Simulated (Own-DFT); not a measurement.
# Shaking the atoms of beta-Si3N4, 42 atoms (N24Si18)

These are calculations, not measurements. The program, named Own-DFT, is a retired in-house plane-wave density functional code that no person has reviewed. Each row is one single-point run on a periodic cell that was not relaxed, without spin or spin-orbit coupling.

Settings of every run: PBEsol; PseudoDojo norm-conserving scalar-relativistic files, made for PBE; cutoff 42 hartree; 3 x 3 x 3 k mesh centred on Gamma; Fermi-Dirac smearing of 0.1 eV.

Known limits, some of them of some rows only: some atoms lie very close together; forces on such cells passed a denser k mesh, each cell not checked; stress not checked against mesh or cutoff.

Cell vectors in Å: (7.606, 0.000, 0.000); (-3.803, 6.587, 0.000); (0.000, 0.000, 8.727). In each run every atom was moved at random and independently from its ideal site; u is the rms move along one axis. E is the free energy for each atom above the fitted value at u = 0, and F the rms of the force components.

| run | u (Å) | E (meV/atom) | F (eV/Å) | largest force (eV/Å) | P (GPa) |
|---|---|---|---|---|---|
| 1 | 0.0199 | 16.9 | 0.888 | 3.03 | 3.13 |
| 2 | 0.0200 | 23.3 | 1.030 | 3.62 | 3.28 |
| 3 | 0.0471 | 103.6 | 1.947 | 6.52 | 5.04 |
| 4 | 0.0483 | ? | ? | ? | ? |
| 5 | 0.0556 | 137.4 | 2.223 | 8.15 | 5.78 |
| 6 | 0.0958 | 417.5 | 4.136 | 18.55 | 14.16 |
| 7 | 0.1052 | 625.6 | 5.821 | 23.18 | 19.19 |
| 8 | 0.1571 | 1256.8 | 8.097 | 31.85 | 41.06 |

## Worked fit

For small independent moves the energy grows as E = (3/2) K u², with K the mean stiffness felt by one atom. The runs with u up to 0.11 Å give K = 32.6 ± 2.1 eV/Å², with residuals divided by u² + 0.0006 Å², since the noise grows with the moves. The scatter is 15.5 meV/atom at u = 0.05 Å. The forces follow F = G u with G = 46.3 eV/Å²; no force at u = 0 is resolved. G exceeds K because the moves of its neighbours add to the force on an atom, and stiffness differs between atoms. At u = 0.157 Å the parabola gives 1206 meV/atom and the run 1257. The pressure follows P = 2.13 + 1436 u² GPa: at fixed volume, shortened bonds push harder than stretched ones pull.

## Withheld run

Question: what energy and rms force should run 4 give?

The fit gives 114 ± 16 meV/atom and about 2.23 eV/Å. The calculation gave 108.8 meV/atom and 2.020 eV/Å.
